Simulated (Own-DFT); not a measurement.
# How strain changes the stress of C40 NbSi2, 36 atoms (Nb12Si24)

These are calculations, not measurements. They come from Own-DFT, an in-house plane-wave density functional program, since retired, whose code no person has reviewed. Each row is one single-point run on a periodic cell that was not relaxed, without spin or spin-orbit coupling.

Settings of every run: PBE; PseudoDojo norm-conserving scalar-relativistic files; cutoff 42 hartree; 4 x 4 x 5 k mesh centred on Gamma; cold (Marzari-Vanderbilt) smearing of 0.2 eV.

Known limits: forces on such cells failed a check on a denser k mesh; stress not checked against mesh or cutoff.

Unstrained cell vectors in Å: (0.000, 8.324, 0.000); (-9.613, 0.000, 0.000); (0.000, 0.000, 6.586). The unstrained cell was taken from the Materials Project. The random moves and any unrelaxed bonds add to the pressure at no strain. Each run strains this cell uniformly, with the atoms carried along. Every atom was also moved at random, by a Gaussian of width 0.05 Å on each axis. Strain is the symmetric tensor, in per cent. Stress is positive in tension, and the pressure is minus a third of its trace.

| run | e_xx (%) | e_yy (%) | e_zz (%) | e_yz (%) | e_xz (%) | e_xy (%) | s_xx (GPa) | s_yy (GPa) | s_zz (GPa) | s_yz (GPa) | s_xz (GPa) | s_xy (GPa) | P (GPa) | E (meV/atom) |
|---|---|---|---|---|---|---|---|---|---|---|---|---|---|---|
| 1 | -1.52 | -1.40 | 0.76 | 0.69 | -0.34 | 1.42 | -9.12 | -8.64 | -2.05 | 2.23 | -1.38 | 4.26 | 6.60 | 27.1 |
| 2 | -0.31 | -0.20 | 0.89 | -0.60 | 0.44 | -0.96 | -4.17 | -2.29 | -0.90 | -1.47 | 0.79 | -3.05 | 2.45 | 29.8 |
| 3 | 1.63 | 0.65 | 0.88 | 0.31 | -0.23 | -1.40 | 4.01 | 2.04 | 2.04 | 0.47 | -0.65 | -3.42 | -2.70 | 11.1 |
| 4 | -1.21 | -1.52 | 1.12 | -1.22 | -0.66 | 1.01 | -6.81 | -8.06 | -2.30 | -4.08 | -1.93 | 3.71 | 5.72 | 32.7 |
| 5 | -0.53 | 0.33 | -1.41 | -1.90 | 0.40 | -1.95 | -5.58 | -3.22 | -10.54 | -6.18 | 1.13 | -6.01 | 6.45 | 34.8 |
| 6 | 0.26 | 1.62 | 2.00 | 0.51 | 0.48 | 0.19 | 0.69 | 5.09 | 5.38 | 1.44 | 0.82 | 0.08 | -3.72 | 25.6 |
| 7 | -0.72 | 1.99 | -0.31 | 0.17 | -1.90 | 0.64 | -4.01 | 3.87 | -4.38 | 0.44 | -6.28 | 2.37 | 1.51 | 26.5 |
| 8 | 1.89 | -1.20 | -1.31 | 1.48 | 0.44 | 1.47 | 2.80 | -7.59 | -9.82 | 5.18 | 0.70 | 3.76 | 4.87 | 39.2 |
| 9 | -0.35 | -0.47 | 1.79 | 0.38 | 0.44 | 1.60 | -2.58 | -3.17 | 3.30 | 0.75 | 0.93 | 4.41 | 0.82 | 20.6 |
| 10 | 1.81 | -0.47 | -0.17 | -0.19 | -1.87 | -0.23 | 3.75 | -3.11 | -3.76 | -0.89 | -5.46 | -0.87 | 1.04 | 20.2 |
| 11 | -0.12 | -0.07 | 0.84 | -0.27 | 0.04 | -0.96 | -2.29 | -1.99 | 0.53 | -0.66 | -0.12 | -2.98 | 1.25 | 5.5 |
| 12 | 1.61 | -1.87 | 1.57 | -0.14 | -0.24 | 0.13 | 3.67 | -6.23 | 3.60 | -0.49 | -0.33 | 0.36 | -0.35 | 0.0 |
| 13 | 0.89 | -0.42 | -0.75 | 0.98 | -1.56 | -0.13 | 0.25 | -3.92 | -7.24 | 2.16 | -4.88 | -1.06 | 3.64 | 22.7 |
| 14 | 0.35 | 0.87 | 1.16 | 0.33 | 0.34 | 0.23 | -0.35 | 2.25 | 2.38 | 1.12 | 1.30 | 1.17 | -1.43 | 14.7 |
| 15 | 1.58 | -1.28 | 1.04 | -0.09 | 1.89 | -1.81 | 3.17 | -4.88 | 0.61 | 0.28 | 5.22 | -4.83 | 0.37 | 20.7 |
| 16 | -0.32 | 1.44 | -0.33 | 1.25 | -0.55 | 1.97 | ? | ? | ? | ? | ? | ? | ? | ? |

E is the free energy for each atom above the lowest run shown.

## Worked fit

Each stress component was fitted by least squares to a constant and the strains of the runs shown, as fractions, with shears doubled. Shear strains stay in the fit of a normal stress only where such slopes are resolved. The slopes, in GPa:

```
stress,at no strain,per e_xx,per e_yy,per e_zz,scatter
s_xx,-2.7,374 ± 10,56 ± 10,69 ± 11,0.44
s_yy,-2.7,83 ± 9,369 ± 9,105 ± 9,0.38
s_zz,-4.1,80 ± 16,72 ± 16,450 ± 17,0.68
```

Each shear stress against twice its own strain: yz 156 ± 10, xz 142 ± 5, xy 145 ± 11 GPa. These are stiffnesses along x, y and z of the frame in which the cell vectors are given, which need not be the crystal's axes. The atoms are held to the strained lattice; where symmetry lets them move under strain, relaxing them would lower some slopes. The table should be nearly symmetric about its diagonal, and what it lacks of that shows the noise. A ninth of its sum, 184 ± 7 GPa, estimates the bulk modulus near the mean pressure of these runs, 1.8 GPa, so it lies above the value at zero pressure.

## Withheld run

Question: what normal stresses and pressure should run 16 give?

The fit gives s_xx = -3.3, s_yy = 2.0, s_zz = -4.8 and P = 2.0 GPa. The calculation gave -3.06, 2.21, -4.48 and P = 1.78 GPa.
